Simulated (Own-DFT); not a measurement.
# Computed records: SiGe₃ (diamond-structure random alloy, atoms displaced)

A calculation, not a measurement: plane-wave density functional theory by an unreviewed code, no spin, of a simulated periodic cell, stress positive in tension, run twice, with PBE and with PBEsol, both on files made for PBE, so the change isn't that of files made for PBEsol, forces on such cells passed a denser k mesh, this cell's mesh not checked; the far tail of each file's local potential was reset to the Coulomb form; each entry is a single point on an unrelaxed cell, so the pressure reflects the starting lattice, mostly measured values (interpolated for alloys), from which strain is counted, and rises with the displacements; printed positions are rounded, which can move forces by about a meV/angstrom; the program, named Own-DFT, is a retired in-house code; no spin-orbit coupling; stress was not checked against mesh or cutoff. Program: Own-DFT development build.

Common to all runs: functional PBE, then PBEsol; potential files PseudoDojo norm-conserving, scalar-relativistic, standard set; wave cutoff 42 hartree; occupations Fermi-Dirac; smearing width 0.1 eV; k mesh 3 x 3 x 3 centred on Gamma.

(1) 
```cif
# cell vector a (Å): 11.2025 0.0000 0.0000
# cell vector b (Å): 0.0000 11.2025 0.0000
# cell vector c (Å): 0.0000 0.0000 11.2025
data_SiGe3
_symmetry_space_group_name_H-M 'P 1'
_symmetry_Int_Tables_number 1
_cell_length_a 11.2025
_cell_length_b 11.2025
_cell_length_c 11.2025
_cell_angle_alpha 90.000
_cell_angle_beta 90.000
_cell_angle_gamma 90.000
_cell_volume 1405.87
loop_
_atom_site_label
_atom_site_type_symbol
_atom_site_fract_x
_atom_site_fract_y
_atom_site_fract_z
_atom_site_occupancy
Ge1 Ge 0.00074 0.00195 0.00298 1
Si1 Si 0.00163 0.24700 0.25237 1
Si2 Si 0.24848 0.99841 0.25182 1
Ge2 Ge 0.24923 0.24916 0.99784 1
Si3 Si 0.12345 0.12591 0.12835 1
Ge3 Ge 0.12396 0.37477 0.36812 1
Ge4 Ge 0.37379 0.12378 0.37687 1
Si4 Si 0.37401 0.37443 0.12625 1
Ge5 Ge 0.99888 0.00187 0.49780 1
Si5 Si 0.99838 0.24616 0.74707 1
Ge6 Ge 0.24936 0.99803 0.74673 1
Si6 Si 0.25072 0.25634 0.50047 1
Ge7 Ge 0.12090 0.12133 0.62445 1
Ge8 Ge 0.12600 0.37763 0.86782 1
Ge9 Ge 0.37334 0.12303 0.87366 1
Ge10 Ge 0.37784 0.37352 0.62887 1
Ge11 Ge 0.00168 0.49891 0.00030 1
Ge12 Ge 0.00090 0.75313 0.25360 1
Ge13 Ge 0.24873 0.50052 0.24875 1
Ge14 Ge 0.24937 0.74978 0.99864 1
Ge15 Ge 0.12476 0.62632 0.12256 1
Ge16 Ge 0.12187 0.87570 0.37409 1
Ge17 Ge 0.37523 0.62132 0.36826 1
Ge18 Ge 0.37479 0.87612 0.12452 1
Si7 Si 0.99559 0.49933 0.49728 1
Ge19 Ge 0.99705 0.75172 0.75167 1
Ge20 Ge 0.25243 0.49900 0.74507 1
Ge21 Ge 0.24911 0.74734 0.49982 1
Ge22 Ge 0.12367 0.62542 0.62978 1
Si8 Si 0.12378 0.87540 0.87712 1
Ge23 Ge 0.37413 0.62344 0.87648 1
Ge24 Ge 0.37468 0.87670 0.62408 1
Si9 Si 0.50007 0.00368 0.99843 1
Ge25 Ge 0.50038 0.24872 0.24679 1
Si10 Si 0.75178 0.00155 0.24372 1
Ge26 Ge 0.74877 0.24960 0.99635 1
Ge27 Ge 0.62343 0.12898 0.12770 1
Ge28 Ge 0.62163 0.37332 0.37227 1
Ge29 Ge 0.87776 0.12524 0.37524 1
Ge30 Ge 0.87114 0.37543 0.12631 1
Ge31 Ge 0.50038 0.99866 0.50183 1
Ge32 Ge 0.50163 0.25645 0.75153 1
Ge33 Ge 0.75213 0.00259 0.74896 1
Si11 Si 0.75216 0.24877 0.49759 1
Ge34 Ge 0.62365 0.12078 0.62686 1
Si12 Si 0.62399 0.37502 0.87319 1
Ge35 Ge 0.87318 0.12188 0.87185 1
Si13 Si 0.87800 0.37845 0.62448 1
Ge36 Ge 0.49324 0.50045 0.00066 1
Ge37 Ge 0.50381 0.74593 0.25401 1
Ge38 Ge 0.74948 0.49539 0.25082 1
Ge39 Ge 0.75461 0.74921 0.00011 1
Ge40 Ge 0.62432 0.62682 0.12883 1
Ge41 Ge 0.62365 0.87671 0.37777 1
Ge42 Ge 0.87512 0.62205 0.37426 1
Si14 Si 0.87597 0.87656 0.12683 1
Ge43 Ge 0.50120 0.50385 0.50341 1
Si15 Si 0.49461 0.74763 0.75300 1
Si16 Si 0.75036 0.50358 0.75136 1
Ge44 Ge 0.74881 0.74936 0.49636 1
Ge45 Ge 0.62430 0.62436 0.62444 1
Ge46 Ge 0.63168 0.87838 0.87797 1
Ge47 Ge 0.87830 0.62789 0.87654 1
Ge48 Ge 0.87412 0.87160 0.62265 1
_calc_PBE_pressure 3.34  # GPa
_calc_PBE_stress_xx -3.36  # GPa
_calc_PBE_stress_yy -3.33  # GPa
_calc_PBE_stress_zz -3.34  # GPa
_calc_PBE_stress_yz -0.18  # GPa
_calc_PBE_stress_xz -0.09  # GPa
_calc_PBE_stress_xy 0.1  # GPa
_calc_PBEsol_pressure 0.63  # GPa
_calc_PBEsol_stress_xx -0.65  # GPa
_calc_PBEsol_stress_yy -0.62  # GPa
_calc_PBEsol_stress_zz -0.62  # GPa
_calc_PBEsol_stress_yz -0.17  # GPa
_calc_PBEsol_stress_xz -0.08  # GPa
_calc_PBEsol_stress_xy 0.09  # GPa
_calc_rms_change_of_force_components_from_PBE_to_PBEsol 0.043  # eV/angstrom
```

Force:
```csv
force element,PBE force x (eV/Å),PBE force y (eV/Å),PBE force z (eV/Å),PBEsol force x (eV/Å),PBEsol force y (eV/Å),PBEsol force z (eV/Å)
Ge,0.135,-0.289,0.055,0.093,-0.254,0.015
Si,-0.227,0.089,-0.777,-0.264,0.134,-0.714
Si,-0.166,0.372,-0.409,-0.123,0.319,-0.363
Ge,-0.224,0.19,0.649,-0.21,0.187,0.559
Si,0.416,-0.011,0.198,0.411,-0.015,0.107
Ge,-0.227,-0.036,1.108,-0.18,0.014,1.043
Ge,-0.462,0.287,-0.072,-0.374,0.275,-0.066
Si,-0.247,-0.2,-0.243,-0.242,-0.193,-0.238
Ge,-0.109,-0.624,0.22,-0.102,-0.607,0.213
Si,-0.178,0.695,-0.015,-0.136,0.635,0.023
Ge,-0.493,-0.139,0.629,-0.443,-0.103,0.568
Si,-0.298,-0.647,0.028,-0.289,-0.632,0.024
Ge,0.635,1.088,-0.214,0.619,0.98,-0.212
Ge,-0.451,-0.786,0.208,-0.397,-0.729,0.235
Ge,0.443,0.106,0.018,0.389,0.143,-0.02
Ge,-0.312,0.139,-1.108,-0.268,0.174,-1.029
Ge,-0.178,-0.193,-0.091,-0.17,-0.17,-0.09
Ge,-0.568,-0.35,-0.803,-0.516,-0.367,-0.742
Ge,0.166,-0.378,-0.706,0.13,-0.334,-0.65
Ge,-0.152,0.45,-0.163,-0.115,0.391,-0.121
Ge,-0.124,0.137,0.337,-0.113,0.129,0.328
Ge,0.862,0.285,0.324,0.792,0.235,0.349
Ge,-0.098,0.209,1.064,-0.093,0.205,1.032
Ge,0.334,0.254,0.159,0.319,0.176,0.152
Si,0.691,-0.151,0.493,0.722,-0.101,0.432
Ge,0.681,0.424,0.175,0.627,0.373,0.141
Ge,-0.037,0.33,0.431,-0.039,0.32,0.43
Ge,0.057,0.117,-0.242,0.052,0.123,-0.229
Ge,-0.465,-0.34,-0.935,-0.413,-0.3,-0.878
Si,0.062,0.105,-0.208,0.059,0.104,-0.205
Ge,-0.226,0.304,-0.546,-0.256,0.254,-0.488
Ge,0.189,-0.964,0.251,0.148,-0.894,0.21
Si,0.171,-0.298,0.297,0.171,-0.29,0.289
Ge,-0.925,0.436,0.392,-0.847,0.395,0.41
Si,-0.053,-0.227,0.605,-0.097,-0.174,0.635
Ge,-0.205,0.245,-0.053,-0.171,0.203,-0.011
Ge,0.358,-0.966,-0.855,0.339,-0.86,-0.824
Ge,0.362,-0.213,0.924,0.324,-0.177,0.854
Ge,-0.772,0.178,-0.55,-0.712,0.129,-0.492
Ge,0.919,-0.747,-0.147,0.855,-0.69,-0.168
Ge,-0.2,0.256,-0.117,-0.194,0.241,-0.106
Ge,0.212,-1.05,0.278,0.155,-1.054,0.227
Ge,-0.15,-0.787,-0.33,-0.15,-0.763,-0.308
Si,-0.171,0.405,0.589,-0.2,0.358,0.54
Ge,0.388,1.184,-0.432,0.349,1.109,-0.392
Si,0.443,0.904,0.263,0.393,0.846,0.295
Ge,0.731,0.736,0.305,0.668,0.676,0.326
Si,-0.587,-0.492,0.068,-0.582,-0.484,0.074
Ge,0.971,-0.634,0.293,0.934,-0.547,0.278
Ge,-0.526,0.97,-0.339,-0.508,0.927,-0.329
Ge,-0.288,0.568,0.026,-0.284,0.553,0.018
Ge,-0.168,0.403,0.741,-0.187,0.363,0.681
Ge,0.406,-0.557,-0.746,0.391,-0.539,-0.712
Ge,0.65,0.355,-0.851,0.596,0.303,-0.784
Ge,0.019,0.066,0.019,-0.019,0.105,-0.016
Si,-0.14,-0.052,-0.023,-0.09,-0.101,-0.07
Ge,-0.392,-0.719,-0.646,-0.375,-0.695,-0.629
Si,0.847,0.568,-0.127,0.826,0.557,-0.13
Si,0.121,-0.684,-0.046,0.121,-0.593,-0.046
Ge,0.036,-0.203,0.261,0.031,-0.193,0.253
Ge,0.189,0.62,0.94,0.174,0.599,0.834
Ge,-1.196,-0.364,-0.256,-1.09,-0.355,-0.255
Ge,-0.454,-0.827,-0.223,-0.411,-0.76,-0.184
Ge,-0.03,0.455,-0.076,-0.029,0.443,-0.074
```

(2) 
```cif
# cell vector a (Å): 11.2025 0.0000 0.0000
# cell vector b (Å): 0.0000 11.2025 0.0000
# cell vector c (Å): 0.0000 0.0000 11.2025
data_SiGe3
_symmetry_space_group_name_H-M 'P 1'
_symmetry_Int_Tables_number 1
_cell_length_a 11.2025
_cell_length_b 11.2025
_cell_length_c 11.2025
_cell_angle_alpha 90.000
_cell_angle_beta 90.000
_cell_angle_gamma 90.000
_cell_volume 1405.87
loop_
_atom_site_label
_atom_site_type_symbol
_atom_site_fract_x
_atom_site_fract_y
_atom_site_fract_z
_atom_site_occupancy
Ge1 Ge 0.00248 0.99746 0.99946 1
Ge2 Ge 0.99971 0.25069 0.25628 1
Ge3 Ge 0.24938 0.00554 0.24402 1
Ge4 Ge 0.25386 0.25219 0.99800 1
Ge5 Ge 0.12525 0.12803 0.12362 1
Ge6 Ge 0.12724 0.37069 0.37312 1
Si1 Si 0.37931 0.12622 0.37016 1
Ge7 Ge 0.37373 0.37606 0.12622 1
Ge8 Ge 0.99742 0.00021 0.49767 1
Si2 Si 0.99530 0.24781 0.75201 1
Ge9 Ge 0.24960 0.99874 0.74715 1
Ge10 Ge 0.24825 0.24783 0.49814 1
Ge11 Ge 0.12546 0.12627 0.61966 1
Si3 Si 0.12115 0.37626 0.87663 1
Si4 Si 0.37623 0.12620 0.87214 1
Si5 Si 0.36619 0.37626 0.62699 1
Si6 Si 0.00131 0.49987 0.00043 1
Ge12 Ge 0.99915 0.75081 0.25133 1
Ge13 Ge 0.24715 0.49578 0.25424 1
Ge14 Ge 0.24876 0.75339 0.99538 1
Si7 Si 0.12989 0.62543 0.12499 1
Ge15 Ge 0.12304 0.87572 0.37390 1
Si8 Si 0.37617 0.62507 0.37684 1
Ge16 Ge 0.37422 0.87683 0.12236 1
Ge17 Ge 0.99723 0.50282 0.49767 1
Ge18 Ge 0.00256 0.74938 0.74988 1
Si9 Si 0.25285 0.50116 0.75050 1
Si10 Si 0.25469 0.74820 0.49827 1
Ge19 Ge 0.12657 0.62811 0.62755 1
Ge20 Ge 0.12529 0.87656 0.87546 1
Ge21 Ge 0.37499 0.62053 0.87044 1
Ge22 Ge 0.38324 0.87377 0.62324 1
Ge23 Ge 0.49611 0.00217 0.99959 1
Ge24 Ge 0.49833 0.24917 0.24915 1
Ge25 Ge 0.74682 0.00016 0.25214 1
Si11 Si 0.75051 0.25146 0.99763 1
Ge26 Ge 0.62795 0.12467 0.12852 1
Si12 Si 0.62785 0.37131 0.37185 1
Ge27 Ge 0.87514 0.12400 0.36891 1
Ge28 Ge 0.87269 0.37200 0.12470 1
Si13 Si 0.50202 0.99804 0.50173 1
Ge29 Ge 0.50353 0.24793 0.75074 1
Ge30 Ge 0.74743 0.00492 0.74796 1
Si14 Si 0.75487 0.25295 0.50242 1
Ge31 Ge 0.62408 0.12240 0.62586 1
Ge32 Ge 0.62557 0.37559 0.87252 1
Ge33 Ge 0.87064 0.12558 0.87331 1
Ge34 Ge 0.87170 0.37649 0.62109 1
Ge35 Ge 0.50323 0.50239 0.00202 1
Ge36 Ge 0.49970 0.75592 0.24581 1
Si15 Si 0.74778 0.50040 0.25324 1
Ge37 Ge 0.74948 0.75193 0.00262 1
Ge38 Ge 0.62844 0.62229 0.12286 1
Ge39 Ge 0.62051 0.88094 0.37751 1
Ge40 Ge 0.87523 0.62971 0.37291 1
Si16 Si 0.87353 0.87861 0.12638 1
Ge41 Ge 0.50180 0.49837 0.49991 1
Ge42 Ge 0.49875 0.75260 0.75135 1
Ge43 Ge 0.74931 0.49973 0.75131 1
Ge44 Ge 0.75249 0.75076 0.49714 1
Ge45 Ge 0.62388 0.62994 0.62400 1
Ge46 Ge 0.62456 0.87179 0.87380 1
Ge47 Ge 0.87281 0.62001 0.87041 1
Ge48 Ge 0.87346 0.87393 0.63012 1
_calc_PBE_pressure 3.38  # GPa
_calc_PBE_stress_xx -3.38  # GPa
_calc_PBE_stress_yy -3.39  # GPa
_calc_PBE_stress_zz -3.36  # GPa
_calc_PBE_stress_yz -0.02  # GPa
_calc_PBE_stress_xz -0.19  # GPa
_calc_PBE_stress_xy -0.35  # GPa
_calc_PBEsol_pressure 0.67  # GPa
_calc_PBEsol_stress_xx -0.67  # GPa
_calc_PBEsol_stress_yy -0.68  # GPa
_calc_PBEsol_stress_zz -0.66  # GPa
_calc_PBEsol_stress_yz -0.02  # GPa
_calc_PBEsol_stress_xz -0.18  # GPa
_calc_PBEsol_stress_xy -0.34  # GPa
_calc_rms_change_of_force_components_from_PBE_to_PBEsol 0.044  # eV/angstrom
```

Force:
```csv
force element,PBE force x (eV/Å),PBE force y (eV/Å),PBE force z (eV/Å),PBEsol force x (eV/Å),PBEsol force y (eV/Å),PBEsol force z (eV/Å)
Ge,-0.814,0.44,0.346,-0.747,0.458,0.301
Ge,-0.018,-0.067,-1.204,-0.016,-0.073,-1.165
Ge,0.304,-0.387,0.892,0.257,-0.405,0.82
Ge,-0.426,-0.083,-0.639,-0.412,-0.077,-0.542
Ge,-0.307,0.384,-0.226,-0.283,0.361,-0.213
Ge,-0.62,0.539,0.801,-0.602,0.514,0.768
Si,-0.278,-0.668,0.958,-0.311,-0.618,0.892
Ge,0.257,0.201,-0.109,0.246,0.182,-0.105
Ge,-0.101,-0.184,0.33,-0.088,-0.176,0.31
Si,0.682,0.644,-0.392,0.629,0.589,-0.42
Ge,0.515,0.44,0.026,0.469,0.395,-0.002
Ge,1.169,0.116,-0.096,1.054,0.111,-0.097
Ge,-0.786,-0.083,0.902,-0.734,-0.113,0.83
Si,0.2,0.045,-0.519,0.24,0.003,-0.478
Si,-0.237,-0.147,0.053,-0.227,-0.146,0.057
Si,0.9,-0.191,-0.135,0.928,-0.234,-0.186
Si,0.164,0.163,0.249,0.078,0.166,0.252
Ge,0.306,0.076,-1.23,0.296,0.079,-1.112
Ge,0.573,1.243,-0.399,0.558,1.127,-0.386
Ge,0.283,-0.912,0.534,0.308,-0.839,0.488
Si,-0.717,-0.197,-0.22,-0.666,-0.157,-0.178
Ge,0.94,-0.07,0.317,0.863,-0.037,0.277
Si,-0.014,0.087,-0.295,0.035,0.036,-0.328
Ge,-0.309,0.038,-0.066,-0.291,0.046,-0.072
Ge,0.638,-0.165,0.108,0.607,-0.156,0.107
Ge,-0.399,0.079,0.403,-0.391,0.075,0.384
Si,-1.085,-0.775,-0.011,-1.072,-0.671,0.009
Si,-0.164,0.185,-0.074,-0.209,0.227,-0.025
Ge,0.69,-0.42,-0.615,0.597,-0.395,-0.592
Ge,-0.121,-0.092,-0.492,-0.115,-0.094,-0.475
Ge,0.006,0.413,0.498,0.052,0.451,0.518
Ge,-1.106,0.122,-0.457,-1.072,0.102,-0.365
Ge,0.494,0.219,-0.373,0.506,0.167,-0.319
Ge,0.521,0.321,0.24,0.508,0.315,0.157
Ge,0.472,-0.382,-0.384,0.422,-0.326,-0.338
Si,-0.328,-0.21,0.269,-0.32,-0.208,0.267
Ge,-0.223,0.457,-1.069,-0.253,0.408,-0.998
Si,0.126,0.164,0.57,0.042,0.15,0.558
Ge,-0.502,0.293,1.203,-0.449,0.254,1.139
Ge,0.116,0.696,0.033,0.146,0.647,0.069
Si,-0.622,1.083,-0.426,-0.572,1.021,-0.372
Ge,-1.184,0.437,-0.356,-1.077,0.425,-0.345
Ge,0.084,-0.962,0.466,0.08,-0.934,0.454
Si,-0.946,-0.683,-0.948,-0.884,-0.703,-0.888
Ge,0.102,0.699,-1.202,0.115,0.676,-1.082
Ge,0.1,-0.269,0.719,0.07,-0.226,0.658
Ge,0.48,0.171,0.512,0.456,0.093,0.482
Ge,0.651,-0.239,0.764,0.637,-0.159,0.748
Ge,-0.488,-0.48,-0.373,-0.472,-0.459,-0.364
Ge,-0.116,-0.976,0.543,-0.089,-0.908,0.493
Si,0.19,-0.352,-0.142,0.23,-0.298,-0.181
Ge,0.739,-0.047,-0.251,0.666,-0.084,-0.284
Ge,0.038,0.395,0.918,0.002,0.422,0.838
Ge,0.321,-0.659,-0.013,0.361,-0.676,-0.061
Ge,-0.411,-0.838,-0.256,-0.36,-0.771,-0.209
Si,0.164,-0.296,0.023,0.159,-0.291,0.025
Ge,-0.39,-0.394,-0.116,-0.348,-0.344,-0.079
Ge,0.216,-0.628,-0.035,0.217,-0.603,-0.039
Ge,-0.422,0.03,-0.898,-0.407,0.038,-0.865
Ge,-0.482,0.426,0.311,-0.464,0.409,0.309
Ge,0.178,-0.414,0.075,0.172,-0.404,0.073
Ge,0.033,0.823,0.371,0.026,0.792,0.356
Ge,0.788,0.563,1.12,0.725,0.571,1.046
Ge,0.176,0.281,-0.529,0.17,0.275,-0.522
```

(3) 
```cif
# cell vector a (Å): 11.2025 0.0000 0.0000
# cell vector b (Å): 0.0000 11.2025 0.0000
# cell vector c (Å): 0.0000 0.0000 11.2025
data_SiGe3
_symmetry_space_group_name_H-M 'P 1'
_symmetry_Int_Tables_number 1
_cell_length_a 11.2025
_cell_length_b 11.2025
_cell_length_c 11.2025
_cell_angle_alpha 90.000
_cell_angle_beta 90.000
_cell_angle_gamma 90.000
_cell_volume 1405.87
loop_
_atom_site_label
_atom_site_type_symbol
_atom_site_fract_x
_atom_site_fract_y
_atom_site_fract_z
_atom_site_occupancy
Ge1 Ge 0.00180 0.99978 0.99990 1
Ge2 Ge 0.99957 0.24870 0.24773 1
Ge3 Ge 0.25007 0.00259 0.24865 1
Ge4 Ge 0.25040 0.24817 0.00125 1
Ge5 Ge 0.12722 0.11980 0.12345 1
Ge6 Ge 0.12627 0.37690 0.37576 1
Ge7 Ge 0.37219 0.12654 0.37785 1
Ge8 Ge 0.37304 0.37576 0.12295 1
Ge9 Ge 0.00053 0.00478 0.49895 1
Si1 Si 0.99898 0.24916 0.74850 1
Ge10 Ge 0.25245 0.00722 0.75255 1
Ge11 Ge 0.24807 0.24611 0.49991 1
Ge12 Ge 0.12471 0.12184 0.62620 1
Ge13 Ge 0.12063 0.37439 0.87505 1
Si2 Si 0.37660 0.12612 0.87709 1
Si3 Si 0.37783 0.37309 0.62578 1
Si4 Si 0.00180 0.49901 0.00348 1
Si5 Si 0.99654 0.74906 0.25094 1
Ge14 Ge 0.25244 0.49923 0.24755 1
Ge15 Ge 0.24864 0.74866 0.99972 1
Ge16 Ge 0.12660 0.62299 0.12291 1
Ge17 Ge 0.12817 0.87856 0.37431 1
Si6 Si 0.37250 0.62340 0.37751 1
Ge18 Ge 0.37141 0.87216 0.13004 1
Si7 Si 0.00020 0.49872 0.49924 1
Ge19 Ge 0.00112 0.74806 0.74893 1
Ge20 Ge 0.25057 0.49980 0.74830 1
Si8 Si 0.24936 0.74891 0.49750 1
Ge21 Ge 0.12479 0.62304 0.62647 1
Ge22 Ge 0.12160 0.87380 0.87838 1
Ge23 Ge 0.37070 0.62659 0.87738 1
Ge24 Ge 0.37535 0.87311 0.62524 1
Ge25 Ge 0.50324 0.99930 0.00078 1
Ge26 Ge 0.49978 0.25060 0.24609 1
Si9 Si 0.75428 0.00269 0.25014 1
Si10 Si 0.74780 0.24873 0.00218 1
Si11 Si 0.62461 0.12510 0.12687 1
Ge27 Ge 0.63219 0.37632 0.37626 1
Ge28 Ge 0.87503 0.12408 0.37643 1
Ge29 Ge 0.87520 0.37384 0.13130 1
Ge30 Ge 0.50192 0.99655 0.50269 1
Ge31 Ge 0.50201 0.24794 0.75482 1
Si12 Si 0.74505 0.00099 0.75496 1
Ge32 Ge 0.75039 0.25476 0.50114 1
Ge33 Ge 0.62635 0.12624 0.62858 1
Ge34 Ge 0.62861 0.37561 0.87907 1
Si13 Si 0.88379 0.12443 0.87424 1
Ge35 Ge 0.87661 0.38045 0.62622 1
Ge36 Ge 0.49877 0.50070 0.00263 1
Ge37 Ge 0.50672 0.74974 0.24656 1
Ge38 Ge 0.75120 0.50093 0.24839 1
Ge39 Ge 0.75070 0.74745 0.99716 1
Si14 Si 0.62462 0.62855 0.13160 1
Ge40 Ge 0.62748 0.87303 0.37396 1
Ge41 Ge 0.87013 0.62268 0.37833 1
Ge42 Ge 0.87437 0.87766 0.12937 1
Ge43 Ge 0.50072 0.49768 0.49400 1
Si15 Si 0.50193 0.75553 0.75096 1
Ge44 Ge 0.75306 0.49368 0.75212 1
Si16 Si 0.74936 0.74592 0.49801 1
Ge45 Ge 0.62376 0.62627 0.62609 1
Ge46 Ge 0.62692 0.87540 0.87503 1
Ge47 Ge 0.87721 0.62485 0.87231 1
Ge48 Ge 0.87671 0.88131 0.62558 1
_calc_PBE_pressure 3.33  # GPa
_calc_PBE_stress_xx -3.31  # GPa
_calc_PBE_stress_yy -3.33  # GPa
_calc_PBE_stress_zz -3.35  # GPa
_calc_PBE_stress_yz -0.13  # GPa
_calc_PBE_stress_xz 0.19  # GPa
_calc_PBE_stress_xy 0.64  # GPa
_calc_PBEsol_pressure 0.62  # GPa
_calc_PBEsol_stress_xx -0.6  # GPa
_calc_PBEsol_stress_yy -0.62  # GPa
_calc_PBEsol_stress_zz -0.64  # GPa
_calc_PBEsol_stress_yz -0.12  # GPa
_calc_PBEsol_stress_xz 0.19  # GPa
_calc_PBEsol_stress_xy 0.61  # GPa
_calc_rms_change_of_force_components_from_PBE_to_PBEsol 0.042  # eV/angstrom
```

Force:
```csv
force element,PBE force x (eV/Å),PBE force y (eV/Å),PBE force z (eV/Å),PBEsol force x (eV/Å),PBEsol force y (eV/Å),PBEsol force z (eV/Å)
Ge,-0.589,-0.008,0.059,-0.521,-0.048,0.094
Ge,0.542,-0.252,0.544,0.518,-0.24,0.532
Ge,0.305,-0.181,0.463,0.29,-0.178,0.449
Ge,-0.03,-0.055,-0.576,-0.059,-0.021,-0.519
Ge,-0.309,0.706,0.007,-0.297,0.681,0.007
Ge,-0.32,-0.16,-0.059,-0.274,-0.199,-0.095
Ge,0.858,-0.345,-0.389,0.818,-0.331,-0.379
Ge,0.273,-0.285,0.062,0.262,-0.275,0.065
Ge,0.166,-0.648,0.054,0.165,-0.621,0.058
Si,-0.015,-0.039,0.047,0.035,0.007,-0.003
Ge,0.058,-0.925,0.322,0.014,-0.927,0.263
Ge,0.196,0.934,0.727,0.164,0.863,0.666
Ge,-0.288,0.805,0.284,-0.245,0.747,0.233
Ge,0.031,-0.094,-0.005,0.097,-0.088,-0.005
Si,0.209,-0.01,0.296,0.207,-0.012,0.292
Si,-0.067,-0.121,-0.181,-0.064,-0.118,-0.178
Si,-0.519,-0.057,-0.258,-0.502,-0.055,-0.253
Si,0.466,-0.077,0.219,0.456,-0.074,0.209
Ge,-0.046,0.463,0.655,-0.075,0.411,0.59
Ge,-0.096,0.428,0.278,-0.093,0.404,0.272
Ge,-0.802,0.257,0.491,-0.705,0.254,0.475
Ge,-0.557,-0.87,-0.045,-0.544,-0.768,-0.05
Si,0.313,0.479,-0.467,0.354,0.421,-0.501
Ge,0.573,0.162,-0.67,0.557,0.157,-0.653
Si,0.088,0.366,0.04,0.08,0.359,0.039
Ge,-0.14,0.556,-0.154,-0.134,0.534,-0.142
Ge,0.294,-0.585,0.028,0.244,-0.524,0.065
Si,0.14,-0.142,0.204,0.094,-0.089,0.245
Ge,0.074,0.137,-1.016,0.07,0.133,-0.906
Ge,0.64,0.136,-0.643,0.616,0.128,-0.61
Ge,1.035,0.132,-0.737,0.964,0.102,-0.677
Ge,-0.364,-0.241,0.139,-0.344,-0.16,0.131
Ge,-0.583,0.246,0.299,-0.567,0.172,0.281
Ge,0.271,-0.069,0.556,0.219,-0.031,0.569
Si,-0.916,0.08,0.03,-0.856,0.04,0.067
Si,0.775,-0.538,0.045,0.763,-0.451,0.037
Si,0.647,-0.151,-0.118,0.547,-0.148,-0.11
Ge,-0.849,-0.2,-0.778,-0.82,-0.185,-0.747
Ge,-0.333,0.447,-0.341,-0.275,0.467,-0.29
Ge,-0.152,0.057,-1.48,-0.148,0.057,-1.361
Ge,-0.028,0.389,-0.314,-0.036,0.378,-0.302
Ge,-0.551,0.48,-0.151,-0.464,0.466,-0.156
Si,1.31,0.439,-0.14,1.243,0.395,-0.17
Ge,0.401,-0.629,0.401,0.385,-0.603,0.382
Ge,0.16,-0.259,-0.148,0.116,-0.215,-0.174
Ge,-0.249,-0.382,0.27,-0.273,-0.335,0.22
Si,-1.42,0.338,-0.029,-1.355,0.287,0.02
Ge,0.72,-0.848,-0.307,0.619,-0.823,-0.288
Ge,0.522,0.628,0.104,0.464,0.572,0.071
Ge,-1.253,-0.213,1.043,-1.232,-0.129,1.027
Ge,-0.357,0.343,-0.02,-0.304,0.288,0.031
Ge,-0.126,-0.001,0.809,-0.094,0.034,0.743
Si,0.469,-0.783,-1.299,0.462,-0.765,-1.271
Ge,0.636,0.367,0.035,0.549,0.352,0.031
Ge,0.938,0.289,-0.089,0.875,0.24,-0.13
Ge,0.038,-0.381,-0.264,0.049,-0.372,-0.325
Ge,-0.535,0.187,0.81,-0.445,0.172,0.785
Si,-0.356,-0.694,0.129,-0.349,-0.678,0.128
Ge,-0.552,1.077,-0.053,-0.531,1.045,-0.056
Si,0.115,0.755,0.719,0.109,0.732,0.7
Ge,0.043,-0.007,0.094,0.048,-0.071,0.086
Ge,-0.209,-0.15,-0.158,-0.207,-0.15,-0.079
Ge,0.258,-0.661,0.651,0.219,-0.605,0.597
Ge,-0.954,-0.622,-0.025,-0.86,-0.607,-0.032
```
